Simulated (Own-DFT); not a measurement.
# Energy and forces against displacement in grey tin, 64 atoms (Sn64)

Calculated results; nothing here was measured. The program, named Own-DFT, is a retired in-house plane-wave density functional code that no person has reviewed. Each row is one single-point run on a periodic cell that was not relaxed, without spin or spin-orbit coupling.

Settings of every run: PBE; PseudoDojo norm-conserving scalar-relativistic files; cutoff 42 hartree; 3 x 3 x 3 k mesh centred on Gamma; cold (Marzari-Vanderbilt) smearing of 0.2 eV.

Known limits: forces on such cells moved up to 12 meV/angstrom on a denser k mesh; stress not checked against mesh or cutoff.

Cell vectors in Å: (12.978, 0.000, 0.000); (0.000, 12.978, 0.000); (0.000, 0.000, 12.978). In each run every atom was moved at random and independently from its ideal site; u is the rms move along one axis. E is the free energy for each atom above the fitted value at u = 0, and F the rms of the force components.

```
run   u (Å)  E (meV/atom)  F (eV/Å)  largest force (eV/Å)  P (GPa)
  1  0.0188           4.3     0.206                  0.71     3.37
  2  0.0207           4.6     0.208                  0.73     3.38
  3  0.0483          31.9     0.535                  1.89     3.64
  4  0.0536          34.7     0.568                  2.21     3.64
  5  0.0966             ?         ?                     ?        ?
  6  0.1068         122.8     1.055                  4.16     4.45
  7  0.1473         290.5     2.008                  8.30     6.01
```

## Worked fit

For small independent moves the energy grows as E = (3/2) K u², with K the mean stiffness felt by one atom. The runs with u up to 0.11 Å give K = 7.9 ± 0.5 eV/Å², with residuals divided by u² + 0.0006 Å², since the noise grows with the moves. The scatter is 3.3 meV/atom at u = 0.05 Å. The forces follow F = G u with G = 10.5 eV/Å²; no force at u = 0 is resolved. G exceeds K because the moves of its neighbours add to the force on an atom, and stiffness differs between atoms. At u = 0.147 Å the parabola gives 258 meV/atom and the run 291. The pressure follows P = 3.36 + 96 u² GPa: at fixed volume, shortened bonds push harder than stretched ones pull.

## Withheld run

Question: what energy and rms force should run 5 give?

The fit gives 111 ± 13 meV/atom and about 1.01 eV/Å. The calculation gave 124.0 meV/atom and 1.142 eV/Å.
